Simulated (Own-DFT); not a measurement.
# One host, several defects: 4H SiC

The numbers are computed, not measured, by runs of the plane-wave DFT program Own-DFT (in-house, retired, unreviewed) at fixed positions, with no spin and no spin-orbit coupling.

All runs used: PBE; PseudoDojo norm-conserving scalar-relativistic files; cutoff 42 hartree; 4 x 4 x 3 k mesh centred on Gamma; Fermi-Dirac smearing of 0.1 eV.

Known weak points (not all hold for every row): not probed for a lower state with spin; forces on such cells failed a check on a denser k mesh; forces on such cells passed a denser k mesh, each cell not checked; stress not checked against mesh or cutoff.

All runs share one cell, with vectors in Å (9.248, 0.000, 0.000); (-4.624, 8.009, 0.000); (0.000, 0.000, 10.068) and a volume of 745.7 Å³. Atoms were moved at random from their sites; u is the rms move along one axis. The defect's site can differ from row to row.

| cell | formula | u (Å) | P (GPa) |
|---|---|---|---|
| no defect | C36Si36 | 0.0283 | 3.69 |
| no defect | C36Si36 | 0.0300 | 3.67 |
| no defect | C36Si36 | 0.0604 | 6.34 |
| one Al on a Si site and one N on a C site | AlC35NSi35 | 0.0476 | 5.26 |
| one Al on a Si site and one N on a C site | AlC35NSi35 | 0.0492 | 5.39 |
| one Al on a Si site and one N on a C site | AlC35NSi35 | 0.0517 | ? |
| one Al on a Si site and one N on a C site | AlC35NSi35 | 0.0521 | 5.36 |
| two Al on a Si site each | Al2C36Si34 | 0.0306 | 5.78 |
| two Al on a Si site each | Al2C36Si34 | 0.0480 | 7.28 |
| two Al on a Si site each | Al2C36Si34 | 0.0512 | 7.07 |
| two N on a C site each | C34N2Si36 | 0.0310 | 2.74 |
| two N on a C site each | C34N2Si36 | 0.0312 | 2.89 |
| two N on a C site each | C34N2Si36 | 0.0530 | 4.76 |
| one C vacancy | C35Si36 | 0.0299 | 3.70 |
| one C vacancy | C35Si36 | 0.0479 | 4.30 |
| one C vacancy | C35Si36 | 0.0495 | 4.86 |

## Worked fit

P = P0 + c u² + a shift for each defect gives P0 = 2.95 GPa, c = 907 ± 71 GPa/Å² and a scatter of 0.23 GPa. The shifts, and each times the cell's volume:

- two Al on a Si site each: 1.99 ± 0.19 GPa, 9.3 eV (4.6 eV for each of its 2 sites)
- one Al on a Si site and one N on a C site: 0.15 ± 0.20 GPa, 0.7 eV (not resolved)
- one C vacancy: -0.37 ± 0.19 GPa, -1.7 eV (not resolved)
- two N on a C site each: -0.92 ± 0.19 GPa, -4.3 eV (-2.1 eV for each of its 2 sites)

A positive shift means that the defect pushes the cell outwards. Shift times volume (160.2 GPa Å³ is 1 eV) depends little on the cell's size, so, taken for each site, it can be compared between cells at like pressure. The atoms around the defects weren't relaxed, which would change these numbers.

## Check

Q: what pressure belongs in the blank (one Al on a Si site and one N on a C site, u = 0.0517 Å)?

The fitted form gives 5.53 ± 0.27 GPa. Computed: 5.57 GPa.
